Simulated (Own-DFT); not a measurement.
# How strain changes the stress of diamond-structure SiGeSn with randomly placed atoms, 64 atoms (Ge48Si8Sn8)

All numbers below are calculated, not measured. They come from Own-DFT, an in-house plane-wave density functional program, since retired, whose code no person has reviewed. Each row is one single-point run on a periodic cell that was not relaxed, without spin or spin-orbit coupling.

Settings of every run: PBE; PseudoDojo norm-conserving scalar-relativistic files; cutoff 49 hartree; 3 x 3 x 3 k mesh centred on Gamma; Fermi-Dirac smearing of 0.1 eV.

Known limits: forces on such cells moved up to 12 meV/angstrom on a denser k mesh; stress not checked against mesh or cutoff.

Unstrained cell vectors in Å: (11.467, 0.000, 0.000); (0.000, 11.467, 0.000); (0.000, 0.000, 11.467). The unstrained cell has measured lattice constants (interpolated for alloys), not those of this functional. That, the random moves and any unrelaxed bonds set the pressure at no strain. Each run strains this cell uniformly, with the atoms carried along. Every atom was also moved at random, by a Gaussian of width 0.05 Å on each axis. The random placing of the alloy's atoms differs from row to row. Strain is the symmetric tensor, in per cent. Stress is positive in tension, and the pressure is minus a third of its trace.

```
run,e_xx (%),e_yy (%),e_zz (%),s_xx (GPa),s_yy (GPa),s_zz (GPa),P (GPa),E (meV/atom)
1,-0.25,-0.25,0.00,-5.60,-5.34,-5.15,5.37,33.5
2,3.00,3.00,0.00,-0.45,-0.37,-1.97,0.93,6.0
3,1.50,1.50,0.00,-2.69,-2.78,-3.39,2.96,24.3
4,-3.00,-3.00,0.00,-11.23,-10.94,-9.19,10.45,105.4
5,-1.50,-1.50,0.00,-7.86,-7.64,-7.00,7.50,63.7
6,-2.00,-2.00,0.00,-8.76,-8.68,-7.38,8.28,64.6
7,0.25,0.25,0.00,-4.44,-4.48,-4.59,4.50,23.4
8,2.00,2.00,0.00,-1.68,-1.67,-2.62,1.99,0.0
9,-0.75,-0.75,0.00,?,?,?,?,?
```

E is the free energy for each atom above the lowest run shown.

## Worked fit

The change of volume is close to e_xx + e_yy + e_zz. A straight line through the runs shown gives P = 5.28 - 79 x (fractional change of volume) GPa, with an error of 3 on the slope and a scatter of 0.35 GPa. The strain isn't the same on all axes, but the crystal is cubic, so the slope still estimates the bulk modulus, averaged over pressures from 0.9 to 10.5 GPa.

## Withheld run

Question: what pressure should run 9 give? Its volume changes by -1.49 %.

The line gives 6.5 GPa. The calculation gave 6.22 GPa.
